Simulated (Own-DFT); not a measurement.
# Which defects push the lattice out? D0_22 TiAl3

Everything here is calculated. The program is Own-DFT (plane waves, in-house, since retired, never reviewed by a person); positions were held fixed, and spin and spin-orbit coupling were off.

All runs used: PBE; PseudoDojo norm-conserving scalar-relativistic files; cutoff 42 hartree; 4 x 4 x 4 k mesh centred on Gamma; cold (Marzari-Vanderbilt) smearing of 0.2 eV.

Known weak points: forces on such cells failed a check on a denser k mesh; stress not checked against mesh or cutoff.

All runs share one cell, with vectors in Å (-2.365, -6.981, 4.326); (-7.667, 3.491, 1.442); (-2.950, -3.488, -7.241) and a volume of 625.4 Å³. Atoms were moved at random from their sites; u is the rms move along one axis. The defect's site can differ from row to row.

| cell | formula | u (Å) | P (GPa) |
|---|---|---|---|
| no defect | Al30Ti10 | 0.0185 | 1.96 |
| no defect | Al30Ti10 | 0.0465 | 2.50 |
| no defect | Al30Ti10 | 0.0511 | 2.68 |
| two Al on a Ti site each | Al32Ti8 | 0.0319 | 2.95 |
| two Al on a Ti site each | Al32Ti8 | 0.0416 | 3.12 |
| two Al on a Ti site each | Al32Ti8 | 0.0481 | 3.39 |
| one Ti vacancy | Al30Ti9 | 0.0261 | 1.78 |
| one Ti vacancy | Al30Ti9 | 0.0307 | 1.83 |
| one Ti vacancy | Al30Ti9 | 0.0436 | 2.10 |
| two Ti on an Al site each | Al28Ti12 | 0.0339 | 3.28 |
| two Ti on an Al site each | Al28Ti12 | 0.0489 | 3.72 |
| two Ti on an Al site each | Al28Ti12 | 0.0518 | 3.91 |
| two Al vacancies | Al28Ti10 | 0.0272 | 1.23 |
| two Al vacancies | Al28Ti10 | 0.0305 | 1.34 |
| two Al vacancies | Al28Ti10 | 0.0466 | ? |
| two Al vacancies | Al28Ti10 | 0.0493 | 1.68 |

## Analysis

P = P0 + c u² + a shift for each defect gives P0 = 1.85 GPa, c = 310 ± 20 GPa/Å² and a scatter of 0.05 GPa. The shifts, and each times the cell's volume:

- two Ti on an Al site each: 1.14 ± 0.04 GPa, 4.5 eV (2.2 eV for each of its 2 sites)
- two Al on a Ti site each: 0.78 ± 0.04 GPa, 3.0 eV (1.5 eV for each of its 2 sites)
- one Ti vacancy: -0.31 ± 0.05 GPa, -1.2 eV
- two Al vacancies: -0.86 ± 0.04 GPa, -3.4 eV (-1.7 eV for each of its 2 sites)

Positive is outwards. The product with the volume (160.2 GPa Å³ to the eV) is nearly free of the cell's size; divided by the bulk modulus at the cell's pressure it gives the volume that the defect adds. The atoms around the defects weren't relaxed, which would change these numbers.

## Prediction

Asked: what pressure belongs in the blank (two Al vacancies, u = 0.0466 Å)?

The fit gives 1.66 ± 0.06 GPa. The calculation gave 1.59 GPa.
